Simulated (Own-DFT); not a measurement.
# How strain changes the stress of diamond-structure GeSn with randomly placed atoms, 64 atoms (Ge52Sn12)

All numbers below are calculated, not measured. The program, named Own-DFT, is a retired in-house plane-wave density functional code that no person has reviewed. Each row is one single-point run on a periodic cell that was not relaxed, without spin or spin-orbit coupling.

Settings of every run: PBE; PseudoDojo norm-conserving scalar-relativistic files; cutoff 49 hartree; 3 x 3 x 3 k mesh centred on Gamma; Fermi-Dirac smearing of 0.1 eV.

Known limits: forces on such cells moved up to 12 meV/angstrom on a denser k mesh; stress not checked against mesh or cutoff.

Unstrained cell vectors in Å: (11.628, 0.000, 0.000); (0.000, 11.628, 0.000); (0.000, 0.000, 11.628). The unstrained cell has measured lattice constants (interpolated for alloys), not those of this functional. That, the random moves and any unrelaxed bonds set the pressure at no strain. Each run strains this cell uniformly, with the atoms carried along. Every atom was also moved at random, by a Gaussian of width 0.05 Å on each axis. The random placing of the alloy's atoms differs from row to row. Strain is the symmetric tensor, in per cent. Stress is positive in tension, and the pressure is minus a third of its trace.

| run | e_xx (%) | e_yy (%) | e_zz (%) | s_xx (GPa) | s_yy (GPa) | s_zz (GPa) | P (GPa) | E (meV/atom) |
|---|---|---|---|---|---|---|---|---|
| 1 | -1.75 | -1.75 | 0.00 | -8.71 | -8.57 | -7.76 | 8.35 | 75.5 |
| 2 | -0.25 | -0.25 | 0.00 | -5.73 | -5.65 | -5.42 | 5.60 | 22.0 |
| 3 | -2.75 | -2.75 | 0.00 | -10.47 | -10.47 | -8.99 | 9.98 | 88.4 |
| 4 | 1.50 | 1.50 | 0.00 | -2.94 | -2.88 | -3.65 | 3.16 | 0.5 |
| 5 | -1.00 | -1.00 | 0.00 | -7.21 | -7.39 | -6.74 | 7.12 | 60.8 |
| 6 | -3.00 | -3.00 | 0.00 | -11.46 | -11.61 | -9.69 | 10.92 | 127.4 |
| 7 | -2.25 | -2.25 | 0.00 | -9.73 | -9.76 | -8.53 | 9.34 | 95.0 |
| 8 | 2.25 | 2.25 | 0.00 | -1.87 | -2.01 | -3.01 | 2.30 | 0.0 |
| 9 | -1.50 | -1.50 | 0.00 | ? | ? | ? | ? | ? |

E is the free energy for each atom above the lowest run shown.

## Worked fit

The change of volume is close to e_xx + e_yy + e_zz. A straight line through the runs shown gives P = 5.65 - 81 x (fractional change of volume) GPa, with an error of 3 on the slope and a scatter of 0.32 GPa. The strain isn't the same on all axes, but the crystal is cubic, so the slope still estimates the bulk modulus, averaged over pressures from 2.3 to 10.9 GPa.

## Withheld run

Question: what pressure should run 9 give? Its volume changes by -2.98 %.

The line gives 8.1 GPa. The calculation gave 7.98 GPa.
